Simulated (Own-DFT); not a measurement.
# More of the guest, more pressure: Ge in Si

The numbers are computed, not measured, by runs of the plane-wave DFT program Own-DFT (in-house, retired, unreviewed) at fixed positions, with no spin and no spin-orbit coupling.

Method: PBE; PseudoDojo norm-conserving scalar-relativistic files; cutoff 42 hartree; 3 x 3 x 2 k mesh centred on Gamma; Fermi-Dirac smearing of 0.1 eV.

Limits: forces on such cells moved up to 12 meV/angstrom on a denser k mesh; stress not checked against mesh or cutoff.

One cell of 96 atoms is used throughout, with vectors in Å (10.862, 0.000, 0.000); (0.000, 10.862, 0.000); (0.000, 0.000, 16.293). Some planes normal to z hold Ge in place of Si, either as pure planes or mixed at random through a layer; x is the share of Ge among all Ge and Si sites. u is the rms random offset of the atoms per axis. Stress is positive in tension.

| x | layer | u (Å) | (s_xx + s_yy)/2 (GPa) | s_zz (GPa) |
|---|---|---|---|---|
| 0.125 | mixed layer | 0.0275 | -3.76 | -3.72 |
| 0.125 | mixed layer | 0.0314 | -3.78 | -3.77 |
| 0.167 | pure planes | 0.0597 | -5.17 | -5.16 |
| 0.167 | pure planes | 0.0287 | -4.41 | -4.39 |
| 0.188 | mixed layer | 0.0586 | ? | ? |
| 0.250 | mixed layer | 0.0325 | -5.52 | -5.56 |
| 0.250 | mixed layer | 0.0586 | -6.17 | -6.08 |
| 0.500 | pure planes | 0.0299 | -9.16 | -9.17 |
| 0.500 | pure planes | 0.0585 | -9.79 | -9.88 |

## Analysis

In the plane: -1.77 - 14.2 x - 267 u² GPa (slope in x ± 0.2, scatter 0.07). Along z: -1.72 - 14.4 x - 262 u² GPa (± 0.2, scatter 0.09). The two slopes nearly agree: every atom sits on the host's lattice on all three axes, so the larger Ge atoms are squeezed alike in all directions, and the layering hardly shows. The constants are the stress of this functional at the host's measured lattice. A real film keeps the in-plane spacing but grows in height until s_zz vanishes, which relieves part of the in-plane stress too.

## Withheld run

The question: what are the two stresses at x = 0.188?

The fit gives -5.4 and -5.3 GPa. The calculation gave -5.44 and -5.30 GPa.
